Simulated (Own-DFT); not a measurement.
# A layer strained by its substrate: grey tin, 64 atoms (Sn64)

The numbers are computed, not measured, by runs of the plane-wave DFT program Own-DFT (in-house, retired, unreviewed) at fixed positions, with no spin and no spin-orbit coupling.

Method: PBE; PseudoDojo norm-conserving scalar-relativistic files; cutoff 42 hartree; 3 x 3 x 3 k mesh centred on Gamma; cold (Marzari-Vanderbilt) smearing of 0.2 eV.

Caveats: forces on such cells moved up to 12 meV/angstrom on a denser k mesh; stress not checked against mesh or cutoff.

Unstrained cell vectors in Å: (12.978, 0.000, 0.000); (0.000, 12.978, 0.000); (0.000, 0.000, 12.978). The unstrained cell has measured lattice constants (interpolated for alloys), not those of this functional. That, the random moves and any unrelaxed bonds set the pressure at no strain. Each run strains x and y alike by e, as a substrate would, and holds the height along z. All atoms carry random offsets, Gaussian with a width of 0.05 Å per axis. Stress is positive in tension.

| e (%) | u (Å) | (s_xx + s_yy)/2 (GPa) | s_zz (GPa) |
|---|---|---|---|
| -2.50 | 0.053 | -6.91 | -6.21 |
| -2.50 | 0.046 | -6.79 | -6.05 |
| -2.00 | 0.052 | -6.13 | -5.57 |
| -2.00 | 0.046 | -6.06 | -5.41 |
| -1.50 | 0.051 | -5.49 | -5.12 |
| -1.50 | 0.047 | -5.43 | -4.96 |
| -1.00 | 0.047 | ? | ? |
| -0.50 | 0.050 | -4.19 | -4.14 |
| -0.50 | 0.047 | -4.18 | -4.06 |
| 0.25 | 0.052 | -3.39 | -3.48 |
| 0.25 | 0.050 | -3.39 | -3.43 |

## What the rows give

With e as a fraction, the in-plane stress is -3.6 + 106 e - 878 e² GPa (errors 4 and 191, scatter 0.04), and s_zz is -3.7 + 80 e - 722 e² GPa (slope ± 9, scatter 0.09). At e = 0 the first slope is C11 + C12 and the second 2 C12, both with the ions held to the strained lattice and at the cell's own pressure. The term in e² is negative: the layer stiffens under compression and softens under tension. A free layer would change its height as e changes, and the in-plane slope would drop by 2 C12²/C11 to the biaxial modulus. At fixed height, a misfit of 1 % moves the in-plane stress by about 1.1 GPa and s_zz by 0.8 GPa.

## The run left out

Asked: what are the two stresses at e = -1.00 %?

From the fit: -4.8 and -4.5 GPa. Computed: -4.73 and -4.48 GPa.
